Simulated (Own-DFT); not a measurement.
# How HSE06 shifts the pressure of monoclinic HfO2, 94 atoms (Hf32O62), with two O vacancies

All values are computed. Each geometry was run twice at fixed positions with Own-DFT, a retired in-house plane-wave program that no person has reviewed: with PBE, and with HSE06 (exact exchange share 0.25 at short range, screening 0.11 per bohr, Gygi-Baldereschi treatment of its divergence). Both used PseudoDojo norm-conserving files made for PBE, a cutoff of 48 hartree, the Gamma point alone, fixed occupations, a neutral cell and no spin. With Gamma alone and a thickness of 10.1 Å, finite-size errors remain in every number. The hafnium file keeps the 4f electrons in the core, and its forces lie about 75 meV/Å off all-electron values. The oxygen file's force components were 24 meV/Å off all-electron values in a glass.

Unstrained cell vectors in Å: (10.234, 0.000, 0.000); (0.000, 10.350, 0.000); (-1.696, 0.000, 10.445), volume V0 = 1106.4 Å³, from measured lattice constants. Each geometry has its own random strain of a few per cent, its own defect sites and random moves of rms u per axis. HSE06 gave the energy alone. D is its energy less that of PBE, over the lowest D shown. The PBE stress wasn't checked against mesh or cutoff.

```
run,V - V0 (Å³),u (Å),P with PBE (GPa),D (eV)
1,6.9,0.0483,3.80,1.121
2,-28.8,0.0269,10.48,0.000
3,49.2,0.0319,-5.70,1.926
4,-4.4,0.0481,6.70,0.788
5,-7.1,0.0498,6.78,0.762
6,-13.8,0.0283,7.83,0.317
7,4.8,0.0515,4.65,0.988
8,43.4,0.0498,-4.05,1.983
9,-17.9,0.0512,8.96,0.467
10,-30.2,0.0333,10.65,0.097
11,31.1,0.0530,-0.89,1.718
12,-18.4,0.0299,8.32,0.303
13,17.4,0.0510,1.17,1.451
14,7.5,0.0551,2.96,?
```

## What the rows give

D = 0.62 + 0.0243 (V - V0) + 125 u² eV, with an error of 0.0006 on the volume slope, 20 on the last term and a scatter of 0.05 eV. Pressure is -dE/dV, and 1 eV/Å³ is 160.2 GPa, so HSE06 changes the pressure by -3.9 ± 0.1 GPa. With the ions held to the strained lattice, the PBE pressure falls by 233 ± 4 GPa per unit of volume strain; the shape of the strain isn't fitted, so the true error is larger, and a relaxed crystal would be softer. On that slope HSE06's volume at a given pressure is about 1.7 % smaller, or 0.6 % in lengths. At u = 0 and V0 the PBE pressure is 4.2 GPa, which puts the zero-pressure volume, against the measured cell and with the defects in, at +1.8 % for PBE and +0.1 % for HSE06, each good to a few tenths of a per cent.

## Check

Question: what D should run 14 give?

The fit gives 1.18 eV, with rows scattering by 0.05. DFT gave 1.276 eV.
